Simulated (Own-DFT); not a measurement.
## Calculated data, Si3N4 (beta silicon nitride, strained, atoms displaced)

Computed with Own-DFT development build. A calculation, not a measurement: plane-wave PBE density functional theory by an unreviewed code, no spin, of a simulated periodic cell, stress positive in tension, free energy of the whole cell less one offset for each atom, forces on such cells passed a denser k mesh, this cell's mesh not checked; offsets are fitted by least squares, one for each functional and potential file, so energies compare only between cells with the same atoms and settings and are not formation energies; the far tail of each file's local potential was reset to the Coulomb form; each entry is a single point on an unrelaxed cell, so the pressure reflects the starting lattice, mostly measured values (interpolated for alloys), from which strain is counted, and rises with the displacements; printed positions are rounded, which can move forces by about a meV/angstrom; the program, named Own-DFT, is a retired in-house code; no spin-orbit coupling; before rounding, a Quantum ESPRESSO 7.3.1 run of the same cell and cutoff gave forces within 1 meV/angstrom rms on each cell, which checks the program and not the settings.

Common to all runs: functional PBE; potential files PseudoDojo norm-conserving, scalar-relativistic, standard set; wave cutoff 42 hartree; occupations Fermi-Dirac; smearing width 0.1 eV; k mesh 3 x 3 x 3 centred on Gamma.

(1) Si3N4 (beta silicon nitride, strained, atoms displaced)

```cif
# cell vector a (Å): 7.6896 0.0764 -0.1012
# cell vector b (Å): -3.7786 6.5106 0.0110
# cell vector c (Å): -0.1161 -0.0524 8.8561
data_Si3N4
_symmetry_space_group_name_H-M 'P 1'
_symmetry_Int_Tables_number 1
_cell_length_a 7.6906
_cell_length_b 7.5277
_cell_length_c 8.8570
_cell_angle_alpha 89.832
_cell_angle_beta 91.508
_cell_angle_gamma 119.559
_cell_volume 445.84
loop_
_atom_site_label
_atom_site_type_symbol
_atom_site_fract_x
_atom_site_fract_y
_atom_site_fract_z
_atom_site_occupancy
Si1 Si 0.17433 0.77791 0.07441 1
Si2 Si 0.22264 0.40673 0.08579 1
Si3 Si 0.60743 0.82471 0.08578 1
Si4 Si 0.83059 0.23371 0.24924 1
Si5 Si 0.77143 0.59574 0.26048 1
Si6 Si 0.40697 0.16147 0.25328 1
N1 N 0.33324 0.02213 0.07739 1
N2 N 0.97254 0.30417 0.08114 1
N3 N 0.69631 0.66183 0.09400 1
N4 N 0.65845 0.96376 0.24517 1
N5 N 0.03251 0.68936 0.24707 1
N6 N 0.29181 0.32977 0.24409 1
N7 N 0.33959 0.67035 0.08287 1
N8 N 0.65832 0.32662 0.24743 1
Si7 Si 0.15370 0.77457 0.41085 1
Si8 Si 0.22858 0.40239 0.41130 1
Si9 Si 0.60166 0.83540 0.42260 1
Si10 Si 0.83971 0.24098 0.58787 1
Si11 Si 0.78025 0.59839 0.58410 1
Si12 Si 0.40249 0.18049 0.58481 1
N9 N 0.32977 0.03145 0.41188 1
N10 N 0.97554 0.30440 0.41696 1
N11 N 0.69616 0.66609 0.41610 1
N12 N 0.67118 0.98287 0.57729 1
N13 N 0.02769 0.70311 0.58898 1
N14 N 0.31499 0.34898 0.59173 1
N15 N 0.32809 0.67825 0.40260 1
N16 N 0.66513 0.33738 0.57736 1
Si13 Si 0.15576 0.76476 0.74559 1
Si14 Si 0.21429 0.39940 0.74569 1
Si15 Si 0.61477 0.83863 0.74506 1
Si16 Si 0.82065 0.22399 0.91285 1
Si17 Si 0.76097 0.58721 0.91901 1
Si18 Si 0.39920 0.17604 0.91473 1
N17 N 0.32579 0.03055 0.75386 1
N18 N 0.95660 0.29708 0.75274 1
N19 N 0.69074 0.67115 0.74175 1
N20 N 0.65647 0.95479 0.90711 1
N21 N 0.02413 0.67632 0.92017 1
N22 N 0.30116 0.32940 0.91813 1
N23 N 0.33422 0.66389 0.74494 1
N24 N 0.66158 0.33814 0.91458 1
```

| Item | Value |
| --- | --- |
| free energy of cell above offsets | -2.610 eV |
| pressure | 2.52 GPa |
| stress xx | 1.03 GPa |
| stress yy | -6.89 GPa |
| stress zz | -1.71 GPa |
| stress yz | -4.43 GPa |
| stress xz | -4.13 GPa |
| stress xy | 2.35 GPa |

Force:
| element | x (eV/Å) | y (eV/Å) | z (eV/Å) |
| --- | --- | --- | --- |
| Si | 2.678 | -3.594 | 1.851 |
| Si | 2.153 | 1.595 | -1.84 |
| Si | -3.544 | -1.376 | -1.432 |
| Si | -1.186 | -0.67 | -0.604 |
| Si | 0.218 | -1.385 | -2.153 |
| Si | -1.468 | 2.161 | -2.801 |
| N | -0.459 | 3.301 | 0.809 |
| N | -2.169 | -1.697 | -0.019 |
| N | 1.473 | 0.111 | -1.948 |
| N | 1.256 | 2.496 | 1.742 |
| N | -2.653 | -0.086 | -1.278 |
| N | 1.973 | -1.84 | 1.881 |
| N | -0.864 | 0.199 | -0.405 |
| N | 1.687 | 0.868 | 0.451 |
| Si | 4.895 | -0.398 | 1.629 |
| Si | 0.901 | 3.055 | 0.464 |
| Si | -2.599 | -2.351 | -3.021 |
| Si | -3.398 | -0.454 | -3.611 |
| Si | -3.922 | -1.079 | 0.137 |
| Si | 1.489 | -0.488 | 0.259 |
| N | -1.119 | -0.12 | 2.728 |
| N | -0.9 | -0.813 | 0.863 |
| N | 0.449 | 0.983 | 1.329 |
| N | 0.869 | -0.062 | 1.809 |
| N | -0.72 | 0.067 | -4.037 |
| N | -1.306 | -1.276 | -2.288 |
| N | 0.958 | -0.868 | 1.438 |
| N | 1.382 | -0.643 | 0.46 |
| Si | 5.555 | 0.893 | 4.151 |
| Si | 2.456 | 2.267 | 2.172 |
| Si | -4.595 | -2.477 | -2.195 |
| Si | -1.73 | 0.265 | 1.822 |
| Si | -0.465 | 2.211 | 0.06 |
| Si | 1.376 | -0.166 | 0.878 |
| N | -0.446 | -0.387 | -1.822 |
| N | 2.109 | 0.625 | 0.741 |
| N | 4.167 | -1.489 | 1.039 |
| N | 1.038 | 3.463 | 3.565 |
| N | -1.923 | 0.779 | -2.258 |
| N | -2.905 | 0.779 | -0.209 |
| N | -1.895 | 1.074 | -0.199 |
| N | 1.185 | -3.472 | -0.157 |

(2) Si3N4 (beta silicon nitride, strained, atoms displaced)

```cif
# cell vector a (Å): 7.6706 0.1052 -0.1051
# cell vector b (Å): -3.7442 6.4537 0.0605
# cell vector c (Å): -0.1206 0.0105 8.8703
data_Si3N4
_symmetry_space_group_name_H-M 'P 1'
_symmetry_Int_Tables_number 1
_cell_length_a 7.6720
_cell_length_b 7.4614
_cell_length_c 8.8711
_cell_angle_alpha 89.086
_cell_angle_beta 91.563
_cell_angle_gamma 119.338
_cell_volume 442.52
loop_
_atom_site_label
_atom_site_type_symbol
_atom_site_fract_x
_atom_site_fract_y
_atom_site_fract_z
_atom_site_occupancy
Si1 Si 0.16657 0.75447 0.07861 1
Si2 Si 0.23717 0.39948 0.08884 1
Si3 Si 0.58936 0.83055 0.07220 1
Si4 Si 0.82848 0.24175 0.25440 1
Si5 Si 0.76619 0.60405 0.24068 1
Si6 Si 0.40340 0.17441 0.24719 1
N1 N 0.33577 0.03998 0.08014 1
N2 N 0.98796 0.31021 0.07187 1
N3 N 0.69973 0.67027 0.07484 1
N4 N 0.67465 0.96618 0.25588 1
N5 N 0.01922 0.68161 0.24700 1
N6 N 0.30448 0.33874 0.25902 1
N7 N 0.33007 0.66208 0.07938 1
N8 N 0.67623 0.34070 0.25721 1
Si7 Si 0.14959 0.74635 0.41581 1
Si8 Si 0.23427 0.40364 0.42661 1
Si9 Si 0.59971 0.82202 0.42312 1
Si10 Si 0.83655 0.23943 0.58662 1
Si11 Si 0.77313 0.59811 0.57831 1
Si12 Si 0.40875 0.17361 0.58844 1
N9 N 0.34084 0.03742 0.42091 1
N10 N 0.96171 0.29660 0.41708 1
N11 N 0.68523 0.66308 0.42602 1
N12 N 0.67236 0.97297 0.58043 1
N13 N 0.01993 0.69855 0.57653 1
N14 N 0.30041 0.33197 0.57868 1
N15 N 0.33834 0.66611 0.40994 1
N16 N 0.67294 0.32320 0.58559 1
Si13 Si 0.17062 0.77217 0.75360 1
Si14 Si 0.23733 0.41021 0.74092 1
Si15 Si 0.60298 0.82963 0.74866 1
Si16 Si 0.82106 0.23540 0.90813 1
Si17 Si 0.76349 0.60112 0.90603 1
Si18 Si 0.38400 0.16903 0.92475 1
N17 N 0.33803 0.03923 0.75779 1
N18 N 0.96999 0.30068 0.75602 1
N19 N 0.69135 0.65156 0.76123 1
N20 N 0.67044 0.95999 0.91956 1
N21 N 0.02731 0.69942 0.91418 1
N22 N 0.30821 0.32435 0.92370 1
N23 N 0.34527 0.66262 0.74669 1
N24 N 0.67045 0.34000 0.91389 1
```

| Item | Value |
| --- | --- |
| free energy of cell above offsets | -1.138 eV |
| pressure | 6.14 GPa |
| stress xx | -6.61 GPa |
| stress yy | -7.4 GPa |
| stress zz | -4.4 GPa |
| stress yz | 3.13 GPa |
| stress xz | -6.31 GPa |
| stress xy | 8.46 GPa |

Force:
| element | x (eV/Å) | y (eV/Å) | z (eV/Å) |
| --- | --- | --- | --- |
| Si | 0.136 | 1.024 | 1.238 |
| Si | -0.824 | 0.59 | -1.193 |
| Si | 0.133 | -1.889 | 5.28 |
| Si | 1.447 | -1.935 | -2.663 |
| Si | -0.071 | -1.504 | 1.6 |
| Si | 1.757 | 0.635 | 2.336 |
| N | -0.139 | -4.037 | 3.09 |
| N | -2.907 | -1.73 | 1.63 |
| N | -0.826 | 0.673 | 0.025 |
| N | -0.065 | 0.532 | -1.845 |
| N | 0.198 | 1.485 | -0.671 |
| N | 0.675 | -1.02 | -0.403 |
| N | 0.778 | 1.169 | -0.168 |
| N | -3.142 | -0.228 | -0.782 |
| Si | 3.994 | 3.051 | -0.947 |
| Si | -2.568 | 0.963 | -4.556 |
| Si | -3.974 | 2.22 | -1.856 |
| Si | 0.106 | -1.567 | -0.862 |
| Si | -1.377 | -3.221 | 2.502 |
| Si | 1.538 | 0.145 | -1.037 |
| N | -1.092 | -2.293 | -0.766 |
| N | 3.019 | 1.577 | 1.801 |
| N | 3.258 | -1.562 | -2.593 |
| N | 0.745 | -0.476 | 2.006 |
| N | 1.847 | 1.147 | 2.249 |
| N | 1.655 | -1.432 | 3.773 |
| N | -2.148 | 0.047 | 0.954 |
| N | -3.062 | 2.45 | 0.154 |
| Si | 1.675 | -0.324 | -0.881 |
| Si | -0.132 | -2.2 | 3.044 |
| Si | -0.53 | -0.563 | -0.32 |
| Si | 0.843 | 0.011 | 2.871 |
| Si | 4.989 | -3.167 | 8.222 |
| Si | 7.337 | -0.36 | -2.69 |
| N | -0.672 | -1.978 | -1.052 |
| N | 2.1 | 0.628 | -2.036 |
| N | -3.974 | 3.487 | -9.951 |
| N | -0.079 | 3.434 | -3.865 |
| N | -0.266 | 0.531 | -0.712 |
| N | -6.501 | 4.808 | -1.354 |
| N | -2.768 | 2.598 | -0.015 |
| N | -1.113 | -1.72 | 0.44 |

(3) Si3N4 (beta silicon nitride, strained, atoms displaced)

```cif
# cell vector a (Å): 7.6377 0.0057 -0.1035
# cell vector b (Å): -3.8139 6.6733 0.0592
# cell vector c (Å): -0.1187 0.0099 8.7354
data_Si3N4
_symmetry_space_group_name_H-M 'P 1'
_symmetry_Int_Tables_number 1
_cell_length_a 7.6384
_cell_length_b 7.6865
_cell_length_c 8.7362
_cell_angle_alpha 89.116
_cell_angle_beta 91.555
_cell_angle_gamma 119.709
_cell_volume 445.34
loop_
_atom_site_label
_atom_site_type_symbol
_atom_site_fract_x
_atom_site_fract_y
_atom_site_fract_z
_atom_site_occupancy
Si1 Si 0.16051 0.76453 0.08244 1
Si2 Si 0.23234 0.40786 0.08271 1
Si3 Si 0.59106 0.80999 0.08450 1
Si4 Si 0.82204 0.22836 0.24423 1
Si5 Si 0.77217 0.60903 0.25856 1
Si6 Si 0.41082 0.17669 0.24909 1
N1 N 0.34328 0.03000 0.08550 1
N2 N 0.95604 0.30106 0.08108 1
N3 N 0.70229 0.66375 0.08188 1
N4 N 0.65905 0.96701 0.24253 1
N5 N 0.03559 0.70826 0.23914 1
N6 N 0.31050 0.33217 0.25970 1
N7 N 0.34371 0.67284 0.08007 1
N8 N 0.66752 0.33570 0.25042 1
Si7 Si 0.15884 0.75113 0.42003 1
Si8 Si 0.22612 0.39801 0.41999 1
Si9 Si 0.58709 0.81975 0.41770 1
Si10 Si 0.82723 0.22420 0.58670 1
Si11 Si 0.77578 0.60752 0.56849 1
Si12 Si 0.41330 0.17886 0.59050 1
N9 N 0.32940 0.02913 0.41783 1
N10 N 0.95342 0.28181 0.42006 1
N11 N 0.69211 0.66075 0.43061 1
N12 N 0.66883 0.96215 0.58201 1
N13 N 0.02621 0.69705 0.57158 1
N14 N 0.31770 0.32406 0.58254 1
N15 N 0.32770 0.65455 0.41331 1
N16 N 0.66845 0.33239 0.57900 1
Si13 Si 0.17028 0.77710 0.74979 1
Si14 Si 0.22960 0.39960 0.74028 1
Si15 Si 0.59844 0.83068 0.75165 1
Si16 Si 0.82460 0.23736 0.92035 1
Si17 Si 0.76850 0.58690 0.91753 1
Si18 Si 0.39770 0.17680 0.92531 1
N17 N 0.33155 0.02835 0.74750 1
N18 N 0.96479 0.29683 0.74372 1
N19 N 0.70777 0.66869 0.75939 1
N20 N 0.66866 0.95608 0.91682 1
N21 N 0.03257 0.71215 0.90968 1
N22 N 0.28453 0.32868 0.91770 1
N23 N 0.33528 0.66644 0.75849 1
N24 N 0.66503 0.34612 0.91368 1
```

| Quantity | Value |
| --- | --- |
| free energy of cell above offsets | -2.329 eV |
| pressure | 4.14 GPa |
| stress xx | -4.39 GPa |
| stress yy | 2.06 GPa |
| stress zz | -10.09 GPa |
| stress yz | 1.65 GPa |
| stress xz | -4.6 GPa |
| stress xy | 0.11 GPa |

Force:
| element | x (eV/Å) | y (eV/Å) | z (eV/Å) |
| --- | --- | --- | --- |
| Si | 4.452 | 2.103 | -2.348 |
| Si | -0.617 | 0.756 | 1.275 |
| Si | 0.36 | 2.532 | -1.197 |
| Si | -1.573 | -0.668 | 1.623 |
| Si | 0.813 | -3.089 | -1.885 |
| Si | 0.634 | -1.172 | 1.906 |
| N | -1.221 | -0.455 | -0.242 |
| N | 3.502 | 1.676 | 1.593 |
| N | -0.27 | 0.339 | 1.244 |
| N | 1.111 | -0.766 | 1.579 |
| N | -2.517 | -1.422 | 3.994 |
| N | -2.143 | 0.61 | -2.14 |
| N | -3.578 | -2.9 | 0.541 |
| N | 0.42 | 1.438 | 0.003 |
| Si | 3.778 | 4.041 | -3.41 |
| Si | 0.3 | -0.878 | -0.257 |
| Si | -1.03 | 1.037 | -0.815 |
| Si | -3.532 | -0.67 | -2.028 |
| Si | 3.286 | -5.436 | 11.27 |
| Si | 3.15 | -2.547 | -2.538 |
| N | -0.024 | -1.349 | 0.289 |
| N | 2.804 | 1.512 | -1.271 |
| N | -4.695 | 3.272 | -9.239 |
| N | 0.051 | 0.527 | 0.084 |
| N | -0.248 | 0.062 | 3.368 |
| N | -5.67 | 3.103 | 0.639 |
| N | -0.866 | 0.157 | 0.481 |
| N | 0.951 | 0.948 | 0.33 |
| Si | 2.452 | -1.202 | -1.141 |
| Si | -0.189 | 1.735 | 1.09 |
| Si | 0.51 | -2.658 | -0.204 |
| Si | -1.581 | -2.55 | -3.201 |
| Si | -0.291 | 2.937 | 0.127 |
| Si | 0.959 | 0.082 | -1.816 |
| N | -0.39 | 1.013 | 2.112 |
| N | 1.599 | 0.69 | 2.854 |
| N | -1.471 | 1.232 | -4.03 |
| N | 0.026 | 3.682 | 1.098 |
| N | -0.531 | -0.928 | 1.457 |
| N | 1.514 | -1.285 | -0.131 |
| N | -1.213 | -0.593 | -1.376 |
| N | 0.974 | -4.916 | 0.311 |
